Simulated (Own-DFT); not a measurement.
# What random displacements cost in 3C SiC, 64 atoms (C32Si32)

These are calculations, not measurements. They come from Own-DFT, an in-house plane-wave density functional program, since retired, whose code no person has reviewed. Each row is one single-point run on a periodic cell that was not relaxed, without spin or spin-orbit coupling.

Settings of every run: PBE; PseudoDojo norm-conserving scalar-relativistic files; cutoff 42 hartree; 4 x 4 x 4 k mesh centred on Gamma; Fermi-Dirac smearing of 0.1 eV.

Known limits, some of them of some rows only: some atoms lie very close together; forces on such cells passed a denser k mesh, each cell not checked; stress not checked against mesh or cutoff.

Cell vectors in Å: (8.719, 0.000, 0.000); (0.000, 8.719, 0.000); (0.000, 0.000, 8.719). In each run every atom was moved at random and independently from its ideal site; u is the rms move along one axis. E is the free energy for each atom above the fitted value at u = 0, and F the rms of the force components.

| run | u (Å) | E (meV/atom) | F (eV/Å) | largest force (eV/Å) | P (GPa) |
|---|---|---|---|---|---|
| 1 | 0.0289 | 33.8 | 0.889 | 2.64 | 3.90 |
| 2 | 0.0293 | 28.8 | 0.776 | 2.53 | 3.64 |
| 3 | 0.0300 | 34.9 | 0.900 | 3.87 | 3.90 |
| 4 | 0.0550 | ? | ? | ? | ? |
| 5 | 0.0643 | 172.7 | 2.138 | 10.55 | 7.52 |
| 6 | 0.1005 | 333.1 | 2.558 | 9.24 | 11.02 |
| 7 | 0.1007 | 408.9 | 3.412 | 15.53 | 12.97 |
| 8 | 0.1357 | 684.0 | 4.633 | 28.06 | 17.71 |

## Worked fit

For small independent moves the energy grows as E = (3/2) K u², with K the mean stiffness felt by one atom. The runs with u up to 0.11 Å give K = 25.3 ± 1.7 eV/Å², with residuals divided by u² + 0.0006 Å², since the noise grows with the moves. The scatter is 10.6 meV/atom at u = 0.05 Å. The forces follow F = G u with G = 30.1 eV/Å²; no force at u = 0 is resolved. G exceeds K because the moves of its neighbours add to the force on an atom, and stiffness differs between atoms. The pressure follows P = 3.20 + 881 u² GPa: at fixed volume, shortened bonds push harder than stretched ones pull.

## Withheld run

Question: what energy and rms force should run 4 give?

The fit gives 115 ± 15 meV/atom and about 1.66 eV/Å. The calculation gave 126.1 meV/atom and 1.910 eV/Å.
